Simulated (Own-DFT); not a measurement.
# One host, several defects: wurtzite GaN

Everything here is calculated. The program is Own-DFT (plane waves, in-house, since retired, never reviewed by a person); positions were held fixed, and spin and spin-orbit coupling were off.

Method: PBE; PseudoDojo norm-conserving scalar-relativistic files; cutoff 42 hartree; 4 x 4 x 3 k mesh centred on Gamma; Fermi-Dirac smearing of 0.1 eV.

Known weak points (not all hold for every row): some atoms lie very close together; not probed for a lower state with spin; forces not confirmed at this smearing and k mesh; stress not checked against mesh or cutoff.

All runs share one cell, with vectors in Å (9.567, 0.000, 0.000); (-4.784, 8.285, 0.000); (0.000, 0.000, 10.370) and a volume of 822.0 Å³. Atoms were moved at random from their sites; u is the rms move along one axis. The defect's site can differ from row to row.

| cell | formula | u (Å) | P (GPa) |
|---|---|---|---|
| no defect | Ga36N36 | 0.0187 | 5.84 |
| no defect | Ga36N36 | 0.0204 | 5.96 |
| no defect | Ga36N36 | 0.0483 | 7.38 |
| one Ga on an N site | Ga37N35 | 0.0312 | 11.99 |
| one Ga on an N site | Ga37N35 | 0.0315 | 12.07 |
| one Ga on an N site | Ga37N35 | 0.0513 | ? |
| one Ga on an N site | Ga37N35 | 0.0540 | 13.88 |
| one N on a Ga site | Ga35N37 | 0.0298 | 5.63 |
| one N on a Ga site | Ga35N37 | 0.0514 | 6.99 |
| one N on a Ga site | Ga35N37 | 0.0517 | 6.98 |

## Worked fit

P = P0 + c u² + a shift for each defect gives P0 = 5.54 GPa, c = 833 ± 43 GPa/Å² and a scatter of 0.11 GPa. The shifts, and each times the cell's volume:

- one Ga on an N site: 5.75 ± 0.10 GPa, 29.5 eV
- one N on a Ga site: -0.72 ± 0.10 GPa, -3.7 eV

A positive shift means that the defect pushes the cell outwards. Shift times volume (160.2 GPa Å³ is 1 eV) depends little on the cell's size, so, taken for each site, it can be compared between cells at like pressure. The atoms around the defects weren't relaxed, which would change these numbers.

## Prediction

Q: what pressure belongs in the blank (one Ga on an N site, u = 0.0513 Å)?

Estimate: 13.49 ± 0.14 GPa. The run itself gave 13.77 GPa.
